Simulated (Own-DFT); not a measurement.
# Misfit strain and the stress it brings: wurtzite AlGaN with randomly placed atoms, 72 atoms (Al9Ga27N36)

No measurement is shown. These are fixed-geometry runs of a retired plane-wave code named Own-DFT, which no person has reviewed; spin and spin-orbit coupling are neglected.

Method: PBE; PseudoDojo norm-conserving scalar-relativistic files (stringent for Ga); cutoff 96 hartree; 4 x 4 x 3 k mesh centred on Gamma; Gaussian smearing of 0.01 eV.

Keep in mind: forces on such cells passed a denser k mesh, each cell not checked; stress not checked against mesh or cutoff.

Unstrained cell vectors in Å: (9.509, 0.000, 0.000); (-4.755, 8.235, 0.000); (0.000, 0.000, 10.268). The unstrained cell has measured lattice constants (interpolated for alloys), not those of this functional. That, the random moves and any unrelaxed bonds set the pressure at no strain. Each run strains x and y alike by e, as a substrate would, and holds the height along z. All atoms carry random offsets, Gaussian with a width of 0.05 Å per axis. The random placing of the alloy's atoms differs from row to row. Stress is positive in tension.

| e (%) | u (Å) | (s_xx + s_yy)/2 (GPa) | s_zz (GPa) |
|---|---|---|---|
| -2.25 | 0.050 | -19.50 | -13.30 |
| -1.75 | 0.051 | ? | ? |
| -1.00 | 0.048 | -13.66 | -6.69 |
| -0.50 | 0.050 | -10.07 | -7.48 |
| -0.25 | 0.054 | -7.60 | -10.16 |
| 0.25 | 0.055 | -6.44 | -7.18 |
| 0.50 | 0.053 | -4.65 | -7.51 |
| 1.50 | 0.051 | 0.05 | -3.81 |
| 1.75 | 0.051 | 2.01 | -4.61 |
| 2.75 | 0.049 | 5.94 | -2.96 |

## Worked fit

With e as a fraction, the in-plane stress is -7.3 + 525 e - 1288 e² GPa (errors 16 and 946, scatter 0.66), and s_zz is -7.6 + 186 e GPa (slope ± 36, scatter 1.58). At e = 0 the first slope is C11 + C12 and the second 2 C13, both with the ions held to the strained lattice and at the cell's own pressure. A free layer would change its height as e changes, and the in-plane slope would drop by 2 C13²/C33 to the biaxial modulus. At fixed height, a misfit of 1 % moves the in-plane stress by about 5.3 GPa and s_zz by 1.9 GPa.

## Test on the hidden row

Question: what are the two stresses at e = -1.75 %?

From the fit: -16.9 and -10.9 GPa. The hidden result is -18.82 and -8.94 GPa.
